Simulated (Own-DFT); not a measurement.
# One host, several defects: zincblende GaAs

Everything here is calculated. The program is Own-DFT (plane waves, in-house, since retired, never reviewed by a person); positions were held fixed, and spin and spin-orbit coupling were off.

Common settings: PBE; PseudoDojo norm-conserving scalar-relativistic files; cutoff 42 hartree; 3 x 3 x 3 k mesh centred on Gamma; Fermi-Dirac smearing of 0.1 eV.

Limits (not all hold for every row): not probed for a lower state with spin; forces not confirmed at this smearing and k mesh; stress not checked against mesh or cutoff.

All runs share one cell, with vectors in Å (10.862, 0.000, 0.000); (0.000, 10.862, 0.000); (0.000, 0.000, 11.796) and a volume of 1391.7 Å³, strained against the parent crystal. The atoms are randomly displaced, by u rms on each axis. The defect's site can differ from row to row.

```
cell,formula,u (Å),P (GPa)
no defect,As32Ga32,0.0317,6.71
no defect,As32Ga32,0.0494,7.01
no defect,As32Ga32,0.0499,7.04
one P on an As site,As31Ga32P,0.0303,6.35
one P on an As site,As31Ga32P,0.0312,6.41
one P on an As site,As31Ga32P,0.0534,6.94
one As vacancy and one Ga vacancy,As31Ga31,0.0310,6.00
one As vacancy and one Ga vacancy,As31Ga31,0.0484,6.29
one As vacancy and one Ga vacancy,As31Ga31,0.0544,6.33
one In on a Ga site,As32Ga31In,0.0273,7.44
one In on a Ga site,As32Ga31In,0.0288,7.38
one In on a Ga site,As32Ga31In,0.0304,7.41
one Al on a Ga site,AlAs32Ga31,0.0289,6.61
one Al on a Ga site,AlAs32Ga31,0.0363,6.73
one Al on a Ga site,AlAs32Ga31,0.0507,7.13
one Al on a Ga site,AlAs32Ga31,0.0524,?
```

## Fit

P = P0 + c u² + a shift for each defect gives P0 = 6.43 GPa, c = 246 ± 22 GPa/Å² and a scatter of 0.06 GPa. The shifts, and each times the cell's volume:

- one In on a Ga site: 0.77 ± 0.06 GPa, 6.7 eV
- one Al on a Ga site: 0.00 ± 0.05 GPa, 0.0 eV (not resolved)
- one P on an As site: -0.25 ± 0.05 GPa, -2.2 eV
- one As vacancy and one Ga vacancy: -0.74 ± 0.05 GPa, -6.4 eV

Positive is outwards. The product with the volume (160.2 GPa Å³ to the eV) is nearly free of the cell's size; divided by the bulk modulus at the cell's pressure it gives the volume that the defect adds. The atoms around the defects weren't relaxed, which would change these numbers.

## The run left out

Question: what pressure belongs in the blank (one Al on a Ga site, u = 0.0524 Å)?

Estimate: 7.11 ± 0.07 GPa. DFT gave 7.00 GPa.
